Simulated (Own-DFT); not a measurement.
# Stretching a layer in its plane: diamond-structure SiGeSn with randomly placed atoms, 64 atoms (Ge44Si16Sn4)

No measurement is shown. These are fixed-geometry runs of a retired plane-wave code named Own-DFT, which no person has reviewed; spin and spin-orbit coupling are neglected.

Common settings: PBE; PseudoDojo norm-conserving scalar-relativistic files; cutoff 49 hartree; 3 x 3 x 3 k mesh centred on Gamma; Fermi-Dirac smearing of 0.1 eV.

Keep in mind: forces on such cells moved up to 12 meV/angstrom on a denser k mesh; stress not checked against mesh or cutoff.

Unstrained cell vectors in Å: (11.306, 0.000, 0.000); (0.000, 11.306, 0.000); (0.000, 0.000, 11.306). The unstrained cell has measured lattice constants (interpolated for alloys), not those of this functional. That, the random moves and any unrelaxed bonds set the pressure at no strain. Each run strains x and y alike by e, as a substrate would, and holds the height along z. All atoms carry random offsets, Gaussian with a width of 0.05 Å per axis. The random placing of the alloy's atoms differs from row to row. Stress is positive in tension.

```
e (%)  u (Å)  (s_xx + s_yy)/2 (GPa)  s_zz (GPa)
-3.00  0.052                 -10.76       -8.39
-2.75  0.049                 -10.12       -8.21
-2.50  0.052                  -9.43       -7.90
-2.00  0.052                  -8.38       -6.80
-1.75  0.052                  -8.11       -6.91
-1.25  0.048                  -6.71       -6.01
-1.00  0.050                      ?           ?
-0.75  0.054                  -5.83       -5.16
 1.25  0.047                  -2.20       -3.00
 2.25  0.055                  -0.59       -1.82
```

## Worked fit

With e as a fraction, the in-plane stress is -4.4 + 186 e - 819 e² GPa (errors 3 and 164, scatter 0.12), and s_zz is -4.4 + 123 e - 504 e² GPa (slope ± 4, scatter 0.18). At e = 0 the first slope is C11 + C12 and the second 2 C12, both with the ions held to the strained lattice and at the cell's own pressure. The term in e² is negative: the layer stiffens under compression and softens under tension. A free layer would change its height as e changes, and the in-plane slope would drop by 2 C12²/C11 to the biaxial modulus. At fixed height, a misfit of 1 % moves the in-plane stress by about 1.9 GPa and s_zz by 1.2 GPa.

## Check

Q: what are the two stresses at e = -1.00 %?

Estimate: -6.3 and -5.6 GPa. The run itself gave -6.34 and -5.45 GPa.
